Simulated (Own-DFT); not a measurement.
# Which defects push the lattice out? 3C SiC

The numbers are computed, not measured, by runs of the plane-wave DFT program Own-DFT (in-house, retired, unreviewed) at fixed positions, with no spin and no spin-orbit coupling.

Settings: PBE; PseudoDojo norm-conserving scalar-relativistic files; cutoff 42 hartree; 4 x 4 x 4 k mesh centred on Gamma; Fermi-Dirac smearing of 0.1 eV.

Limits (not all hold for every row): some atoms lie very close together; not probed for a lower state with spin; forces on such cells failed a check on a denser k mesh; forces on such cells passed a denser k mesh, each cell not checked; stress not checked against mesh or cutoff.

All runs share one cell, with vectors in Å (8.719, 0.000, 0.000); (0.000, 8.719, 0.000); (0.000, 0.000, 8.719) and a volume of 662.9 Å³. u is the rms random offset of the atoms per axis. The defect's site can differ from row to row.

| cell | formula | u (Å) | P (GPa) |
|---|---|---|---|
| no defect | C32Si32 | 0.0329 | 4.19 |
| no defect | C32Si32 | 0.0588 | 6.24 |
| no defect | C32Si32 | 0.0646 | 6.72 |
| one C vacancy | C31Si32 | 0.0281 | 3.27 |
| one C vacancy | C31Si32 | 0.0309 | 3.46 |
| one C vacancy | C31Si32 | 0.0472 | 4.47 |
| one Si on a C site | C31Si33 | 0.0280 | 11.26 |
| one Si on a C site | C31Si33 | 0.0309 | 11.21 |
| one Si on a C site | C31Si33 | 0.0474 | 12.79 |
| two N on a C site each | C30N2Si32 | 0.0264 | 1.79 |
| two N on a C site each | C30N2Si32 | 0.0467 | 3.20 |
| two N on a C site each | C30N2Si32 | 0.0485 | 3.38 |
| one C on a Si site | C33Si31 | 0.0312 | ? |
| one C on a Si site | C33Si31 | 0.0318 | 1.82 |
| one C on a Si site | C33Si31 | 0.0510 | 3.14 |
| one C on a Si site | C33Si31 | 0.0517 | 3.12 |

## Fit

P = P0 + c u² + a shift for each defect gives P0 = 3.18 GPa, c = 876 ± 38 GPa/Å² and a scatter of 0.13 GPa. The shifts, and each times the cell's volume:

- one Si on a C site: 7.42 ± 0.12 GPa, 30.7 eV
- one C vacancy: -0.60 ± 0.12 GPa, -2.5 eV
- two N on a C site each: -1.91 ± 0.11 GPa, -7.9 eV (-4.0 eV for each of its 2 sites)
- one C on a Si site: -2.32 ± 0.11 GPa, -9.6 eV

A positive shift means that the defect pushes the cell outwards. Shift times volume (160.2 GPa Å³ is 1 eV) depends little on the cell's size, so, taken for each site, it can be compared between cells at like pressure. The atoms around the defects weren't relaxed, which would change these numbers.

## The run left out

Asked: what pressure belongs in the blank (one C on a Si site, u = 0.0312 Å)?

The fit gives 1.71 ± 0.15 GPa. Computed: 1.75 GPa.
